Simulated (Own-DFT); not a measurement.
# Point defects and the pressure they add: C11b WSi2

The numbers are computed, not measured, by runs of the plane-wave DFT program Own-DFT (in-house, retired, unreviewed) at fixed positions, with no spin and no spin-orbit coupling.

Method: PBE; PseudoDojo norm-conserving scalar-relativistic files; cutoff 50 hartree; 5 x 5 x 5 k mesh centred on Gamma; cold (Marzari-Vanderbilt) smearing of 0.2 eV.

Limits: forces on such cells failed a check on a denser k mesh; stress not checked against mesh or cutoff.

All runs share one cell, with vectors in Å (-2.148, -5.953, 3.409); (-6.444, 2.976, 1.136); (-2.553, -2.948, -6.757) and a volume of 403.2 Å³. Atoms were moved at random from their sites; u is the rms move along one axis. The defect's site can differ from row to row.

| cell | formula | u (Å) | P (GPa) |
|---|---|---|---|
| no defect | Si20W10 | 0.0199 | 4.43 |
| no defect | Si20W10 | 0.0485 | 6.15 |
| no defect | Si20W10 | 0.0499 | 5.61 |
| one W on a Si site | Si19W11 | 0.0326 | 9.92 |
| one W on a Si site | Si19W11 | 0.0458 | 11.19 |
| one W on a Si site | Si19W11 | 0.0473 | 11.65 |
| one Si vacancy | Si19W10 | 0.0265 | ? |
| one Si vacancy | Si19W10 | 0.0274 | 3.50 |
| one Si vacancy | Si19W10 | 0.0471 | 4.51 |
| one Si vacancy | Si19W10 | 0.0513 | 4.61 |
| one Si on a W site | Si21W9 | 0.0275 | 6.04 |
| one Si on a W site | Si21W9 | 0.0329 | 6.76 |
| one Si on a W site | Si21W9 | 0.0458 | 7.29 |

## Worked fit

P = P0 + c u² + a shift for each defect gives P0 = 4.03 GPa, c = 782 ± 126 GPa/Å² and a scatter of 0.32 GPa. The shifts, and each times the cell's volume:

- one W on a Si site: 5.48 ± 0.26 GPa, 13.8 eV
- one Si on a W site: 1.64 ± 0.27 GPa, 4.1 eV
- one Si vacancy: -1.28 ± 0.26 GPa, -3.2 eV

Positive is outwards. The product with the volume (160.2 GPa Å³ to the eV) is nearly free of the cell's size; divided by the bulk modulus at the cell's pressure it gives the volume that the defect adds. The atoms around the defects weren't relaxed, which would change these numbers.

## The run left out

Question: what pressure belongs in the blank (one Si vacancy, u = 0.0265 Å)?

From the fit: 3.30 ± 0.40 GPa. Computed: 3.07 GPa.
